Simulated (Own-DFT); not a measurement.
# Strain and stress in wurtzite GaN, 96 atoms (Ga48N48)

These are calculations, not measurements. They come from Own-DFT, an in-house plane-wave density functional program, since retired, whose code no person has reviewed. Each row is one single-point run on a periodic cell that was not relaxed, without spin or spin-orbit coupling.

Settings of every run: PBE; PseudoDojo norm-conserving scalar-relativistic files (stringent for Ga); cutoff 96 hartree; 3 x 4 x 3 k mesh centred on Gamma; Gaussian smearing of 0.01 eV.

Known limits: forces on such cells passed a denser k mesh, each cell not checked; stress not checked against mesh or cutoff.

Unstrained cell vectors in Å: (12.756, 0.000, 0.000); (-4.784, 8.285, 0.000); (0.000, 0.000, 10.370). The unstrained cell has measured lattice constants (interpolated for alloys), not those of this functional. That, the random moves and any unrelaxed bonds set the pressure at no strain. Each run strains this cell uniformly, with the atoms carried along. Every atom was also moved at random, by a Gaussian of width 0.05 Å on each axis. Strain is the symmetric tensor, in per cent. Stress is positive in tension, and the pressure is minus a third of its trace.

```
run,e_xx (%),e_yy (%),e_zz (%),s_xx (GPa),s_yy (GPa),s_zz (GPa),P (GPa),E (meV/atom)
1,0.00,0.00,-1.25,-7.64,-8.28,-13.81,9.91,31.9
2,0.00,0.00,2.75,-4.70,-6.21,4.16,2.25,6.7
3,0.00,0.00,-0.50,-8.16,-7.02,-8.42,7.87,13.8
4,0.00,0.00,2.75,-4.63,-6.24,4.55,2.11,4.6
5,0.00,0.00,1.50,-6.11,-6.13,-2.04,4.76,27.5
6,0.00,0.00,-1.25,-9.84,-7.43,-11.08,9.45,16.6
7,0.00,0.00,1.75,-5.77,-5.01,-0.67,3.81,12.2
8,0.00,0.00,1.50,-7.67,-4.36,-1.65,4.56,22.0
9,0.00,0.00,-0.25,-6.41,-7.57,-7.57,7.18,2.6
10,0.00,0.00,1.75,-4.89,-5.71,-0.24,3.61,0.0
11,0.00,0.00,-0.50,-6.96,-7.71,-9.16,7.94,13.1
12,0.00,0.00,-0.25,-7.83,-8.14,-6.90,7.62,16.9
13,0.00,0.00,0.75,?,?,?,?,?
```

E is the free energy for each atom above the lowest run shown.

## Worked fit

The change of volume is close to e_xx + e_yy + e_zz. A straight line through the runs shown gives P = 7.14 - 183 x (fractional change of volume) GPa, with an error of 6 on the slope and a scatter of 0.27 GPa. The strain isn't the same on all axes and the cell isn't cubic, so the slope belongs to this path and is not the bulk modulus.

## Withheld run

Question: what pressure should run 13 give? Its volume changes by 0.75 %.

The line gives 5.8 GPa. The calculation gave 5.73 GPa.
